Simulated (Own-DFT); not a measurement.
# Strain and stress in 2H SiC, 72 atoms (C36Si36)

All numbers below are calculated, not measured. They come from Own-DFT, an in-house plane-wave density functional program, since retired, whose code no person has reviewed. Each row is one single-point run on a periodic cell that was not relaxed, without spin or spin-orbit coupling.

Settings of every run: PBE; PseudoDojo norm-conserving scalar-relativistic files; cutoff 42 hartree; 4 x 4 x 3 k mesh centred on Gamma; Fermi-Dirac smearing of 0.1 eV.

Known limits: forces on such cells passed a denser k mesh, each cell not checked; stress not checked against mesh or cutoff.

Unstrained cell vectors in Å: (9.248, 0.000, 0.000); (-4.624, 8.009, 0.000); (0.000, 0.000, 10.068). The unstrained cell has measured lattice constants (interpolated for alloys), not those of this functional. That, the random moves and any unrelaxed bonds set the pressure at no strain. Each run strains this cell uniformly, with the atoms carried along. Every atom was also moved at random, by a Gaussian of width 0.05 Å on each axis. Strain is the symmetric tensor, in per cent. Stress is positive in tension, and the pressure is minus a third of its trace.

| run | e_xx (%) | e_yy (%) | e_zz (%) | e_yz (%) | e_xz (%) | e_xy (%) | s_xx (GPa) | s_yy (GPa) | s_zz (GPa) | s_yz (GPa) | s_xz (GPa) | s_xy (GPa) | P (GPa) | E (meV/atom) |
|---|---|---|---|---|---|---|---|---|---|---|---|---|---|---|
| 1 | -0.18 | -0.34 | -1.02 | 1.71 | 0.38 | 1.68 | -3.94 | -9.36 | -14.97 | 4.12 | 1.26 | 8.27 | 9.42 | 47.1 |
| 2 | 1.50 | 1.90 | 0.96 | 0.12 | -0.76 | 1.67 | 5.66 | 6.56 | -1.43 | 0.51 | -3.16 | 6.77 | -3.60 | 26.6 |
| 3 | 0.21 | -1.86 | 1.40 | 1.16 | -0.39 | 0.02 | -5.82 | -14.41 | 0.09 | 3.69 | -1.70 | -1.79 | 6.71 | 44.3 |
| 4 | 1.92 | -1.69 | -0.21 | -0.78 | 1.73 | -0.33 | 4.93 | -11.67 | -9.38 | -2.50 | 5.30 | -1.96 | 5.37 | 27.6 |
| 5 | 1.04 | -1.24 | 0.74 | 1.50 | 0.34 | -1.66 | 0.20 | -11.97 | -2.83 | 4.68 | 1.04 | -7.74 | 4.87 | 32.9 |
| 6 | -0.15 | -1.54 | -0.34 | -1.51 | -0.06 | -1.70 | -5.51 | -15.89 | -10.15 | -5.24 | -0.74 | -8.07 | 10.51 | 45.0 |
| 7 | 1.78 | -0.92 | -1.08 | -0.95 | -0.46 | 1.09 | 2.65 | -8.26 | -14.45 | -2.80 | -2.05 | 6.08 | 6.69 | 48.0 |
| 8 | 1.54 | -1.01 | 0.76 | -1.09 | 1.75 | 1.45 | 2.43 | -9.14 | -2.00 | -2.62 | 6.67 | 6.62 | 2.91 | 29.4 |
| 9 | 1.58 | -1.07 | 1.36 | 1.40 | 0.89 | 1.25 | 5.09 | -10.32 | 1.07 | 5.09 | 2.60 | 4.65 | 1.39 | 16.9 |
| 10 | 1.83 | 0.49 | 0.85 | -1.83 | -0.39 | -0.89 | 6.77 | -1.15 | -0.24 | -6.21 | -1.22 | -2.87 | -1.79 | 0.0 |
| 11 | 1.28 | 1.66 | 1.51 | 1.08 | 1.93 | 1.54 | 4.94 | 5.59 | 2.10 | 2.74 | 4.85 | 5.89 | -4.21 | 17.4 |
| 12 | 0.51 | -1.34 | 1.40 | 1.32 | 1.37 | 1.70 | -1.40 | -12.51 | 1.51 | 4.78 | 3.78 | 6.15 | 4.14 | 17.2 |
| 13 | -0.64 | -1.14 | -1.16 | 1.73 | 1.96 | -1.85 | -9.99 | -12.32 | -17.12 | 6.03 | 7.05 | -9.93 | 13.15 | 53.9 |
| 14 | -1.82 | 1.26 | 1.46 | -0.15 | -0.90 | 1.09 | -11.32 | 1.84 | -0.22 | -1.01 | -2.07 | 5.63 | 3.23 | 14.6 |
| 15 | 0.47 | 1.54 | -1.91 | 1.87 | 1.69 | -1.76 | -3.71 | 3.90 | -18.66 | 6.19 | 5.51 | -8.43 | 6.15 | 56.6 |
| 16 | -0.66 | 1.09 | 0.96 | -1.58 | -1.39 | -0.55 | -6.84 | 1.10 | -1.60 | -4.97 | -3.81 | -3.16 | 2.44 | 23.1 |
| 17 | -0.81 | 0.20 | 1.45 | 0.21 | 0.18 | -1.96 | ? | ? | ? | ? | ? | ? | ? | ? |

E is the free energy for each atom above the lowest run shown.

## Worked fit

Each stress component was fitted by least squares to a constant and the strains of the runs shown, as fractions, with shears doubled. Shear strains stay in the fit of a normal stress only where such slopes are resolved. The slopes, in GPa:

```
stress  at no strain  per e_xx  per e_yy  per e_zz  scatter
  s_xx          -4.4  518 ± 30   76 ± 24   76 ± 29     1.25
  s_yy          -5.3   87 ± 25  571 ± 21   27 ± 25     1.07
  s_zz          -8.1   68 ± 18   26 ± 15  634 ± 18     0.76
```

Each shear stress against twice its own strain: yz 158 ± 7, xz 167 ± 10, xy 235 ± 9 GPa. These are stiffnesses along x, y and z of the frame in which the cell vectors are given, which need not be the crystal's axes. The atoms are held to the strained lattice; where symmetry lets them move under strain, relaxing them would lower some slopes. The table should be nearly symmetric about its diagonal, and what it lacks of that shows the noise. A ninth of its sum, 231 ± 5 GPa, estimates the bulk modulus near the mean pressure of these runs, 4.2 GPa, so it lies above the value at zero pressure.

## Withheld run

Question: what normal stresses and pressure should run 17 give?

The fit gives s_xx = -7.3, s_yy = -4.5, s_zz = 0.6 and P = 3.7 GPa. The calculation gave -8.74, -4.31, 0.81 and P = 4.08 GPa.
